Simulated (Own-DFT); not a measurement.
## Calculated data, SiC (2H silicon carbide, strained, atoms displaced)

Computed with Own-DFT development build. A calculation, not a measurement: plane-wave PBE density functional theory by an unreviewed code, no spin, of a simulated periodic cell, stress positive in tension, free energy of the whole cell less one offset for each atom, forces on such cells passed a denser k mesh, this cell's mesh not checked; offsets are fitted by least squares, one for each functional and potential file, so energies compare only between cells with the same atoms and settings and are not formation energies; the far tail of each file's local potential was reset to the Coulomb form; each entry is a single point on an unrelaxed cell, so the pressure reflects the starting lattice, mostly measured values (interpolated for alloys), from which strain is counted, and rises with the displacements; printed positions are rounded, which can move forces by about a meV/angstrom; the program, named Own-DFT, is a retired in-house code; no spin-orbit coupling.

```xyz
72
Lattice="9.2816 -0.1335 -0.0288 -4.7564 8.1104 -0.1358 -0.0313 -0.1889 10.1368" Properties=species:S:1:pos:R:3 formula=SiC functional=PBE potential_files=PseudoDojo_norm-conserving,scalar-relativistic,standard_set wave_cutoff=42 occupations=Fermi-Dirac smearing_width=0.1 hardware=one_NVIDIA_H100 k_mesh=4_x_4_x_3_centred_on_Gamma
Si     9.1298    -0.3175    10.0068
Si    -0.0678     1.7487     2.4935
C      4.4344     7.9408     1.7656
C     -0.0499     1.7023     4.4766
Si     4.4977     7.8127     4.9708
Si    -0.0839     1.5200     7.6901
C      4.5012     7.8265     6.7534
C     -0.0611     1.6474     9.4798
Si     7.6189     2.5820    -0.0208
Si    -1.5583     4.4325     2.4397
C      7.7169     2.4450     1.8374
C     -1.6750     4.3739     4.3719
Si    -1.6287     2.6661     5.0596
Si    -1.6912     4.3876     7.5316
C     -1.6164     2.6457     6.8838
C     -1.6744     4.2911     9.5059
Si     6.0289     5.1000     9.9864
Si    -3.1719     7.2245     2.4205
C      6.1142     5.1591     1.8747
C     -3.2143     7.1072     4.4192
Si     6.0898     5.1862     4.9345
Si    -3.3034     7.1324     7.5452
C      6.0308     5.1591     6.8423
C     -3.2689     6.9324     9.3864
Si     3.1633    -0.0225     0.0636
Si     2.9437     1.6152     2.5555
C      3.1074    -0.0700     1.9266
C      3.1022     1.6543     4.4051
Si    -1.6389     7.9093     4.8782
Si     3.0735     1.5879     7.5399
C      3.0523    -0.1314     6.8569
C      3.0532     1.5026     9.5367
Si     1.4955     2.7010     0.0197
Si     1.4766     4.4097     2.4149
C      1.5079     2.6867     1.7624
C      1.4985     4.3257     4.3479
Si     1.4756     2.5766     5.0871
Si     1.4144     4.3537     7.4613
C      1.4989     2.5411     6.8075
C      1.5084     4.2432     9.3663
Si    -0.0827     5.3554    -0.0155
Si    -0.1067     7.1418     2.4179
C     -0.0934     5.3776     1.8364
C     -0.2018     6.9900     4.2600
Si    -0.0441     5.2774     4.9665
Si    -0.1499     6.9613     7.4139
C     -0.0868     5.2162     6.9060
C     -0.1939     6.9570     9.3901
Si     1.3518     7.9200    -0.1203
Si     6.1166     1.7397     2.4176
C      6.2596    -0.1244     1.9006
C      6.2033     1.5780     4.2814
Si     1.4656     7.9184     4.8727
Si     6.2101     1.5603     7.5892
C      6.1593    -0.2051     6.9835
C      6.0555     1.5244     9.4252
Si     4.5107     2.5137    10.0375
Si     4.5926     4.2876     2.4071
C      4.6190     2.6204     1.8672
C      4.6071     4.3010     4.3059
Si     4.6446     2.4748     5.1334
Si     4.5683     4.2457     7.5413
C      4.6423     2.4458     6.9432
C      4.5851     4.1780     9.4575
Si     2.9655     5.0541     9.9381
Si     2.9660     7.0634     2.4237
C      2.9901     5.3161     1.7650
C      2.9646     6.9950     4.3033
Si     2.9966     5.2391     4.9202
Si     3.0198     6.9222     7.5222
C      2.9883     5.2565     6.8041
C      3.0139     6.8983     9.2858
```

Units: wave_cutoff in hartree; smearing_width in eV.

## Withheld values
1. SiC (2H silicon carbide, strained, atoms displaced): stress yy?

Calculated values
1. -2.01 GPa

Further results for SiC (2H silicon carbide, strained, atoms displaced):

| Quantity | Value |
| --- | --- |
| free energy of cell above offsets | -5.091 eV |
| pressure | 2.32 GPa |
| stress xx | -0.44 GPa |
| stress zz | -4.52 GPa |
| stress yz | -6.02 GPa |
| stress xz | -1.43 GPa |
| stress xy | -6.45 GPa |
| wall time | 371.3 s |

Force:
```
element  x (eV/Å)  y (eV/Å)  z (eV/Å)
     Si     3.457     0.784     3.225
     Si     0.688    -0.506      1.17
      C     2.134     0.216    -1.119
      C    -0.216    -0.261    -1.073
     Si     0.465     1.822    -2.314
     Si     0.517     3.445    -3.544
      C     -0.64      -0.1     2.995
      C    -0.836    -0.736      1.13
     Si     0.441    -0.615    -0.923
     Si    -1.662    -0.457     0.896
      C    -0.322     2.226    -0.426
      C     1.476      1.06    -0.221
     Si     0.738    -1.491    -1.388
     Si     0.307    -0.151      0.46
      C     0.309    -1.475     2.064
      C     0.159     0.523    -1.022
     Si      1.73    -0.655     2.402
     Si    -2.132    -2.479     0.665
      C     0.709     2.019     -1.89
      C    -0.372     0.049    -2.067
     Si         0    -0.244     0.117
     Si     2.053    -1.559    -1.863
      C     0.894     0.492       0.7
      C      0.13     2.804     0.532
     Si    -1.977    -0.816    -1.079
     Si     2.186     3.221    -0.358
      C     0.142    -0.571    -0.363
      C    -1.068    -0.532     0.547
     Si    -1.116     1.882     0.584
     Si    -0.644      0.47     0.216
      C     0.324    -1.492     2.429
      C     -1.28     1.423    -1.385
     Si     0.764    -1.102    -3.465
     Si     0.289     0.759     0.865
      C    -0.634    -1.577     3.453
      C    -0.861     0.421    -0.423
     Si     0.634    -0.917    -3.456
     Si     1.445    -1.454     0.144
      C    -0.019    -0.374     5.271
      C     -2.49    -0.273     0.104
     Si    -0.097    -0.098    -1.656
     Si      0.63    -0.076     -0.17
      C     0.857    -0.792    -0.166
      C     2.293     0.778     0.679
     Si    -1.107    -1.355    -0.216
     Si    -0.194     2.091     0.786
      C    -1.035      0.23    -0.976
      C     0.282    -1.205    -0.418
     Si     1.877     1.989    -0.759
     Si     0.607    -1.654     0.856
      C    -2.118     0.226    -0.326
      C    -1.036     0.253      2.05
     Si    -1.184     0.458     0.684
     Si    -0.914     0.073    -0.849
      C     0.809    -0.785    -0.648
      C      0.68    -0.585      1.58
     Si     1.296    -3.111     1.667
     Si     -0.95     2.431     1.434
      C    -1.624    -2.318    -1.789
      C    -1.381    -0.338     1.033
     Si     0.024     0.654    -3.417
     Si    -0.672     0.145    -1.078
      C    -0.329     0.461     1.068
      C    -1.908     1.481    -1.875
     Si     1.801     1.964     1.994
     Si     0.429    -0.431    -0.292
      C     0.556     -0.97     -0.35
      C      0.08    -0.123    -0.186
     Si     1.276    -0.952     0.026
     Si    -1.619      1.15    -3.056
      C     0.195    -1.988     1.075
      C    -3.248    -1.383     1.706
```
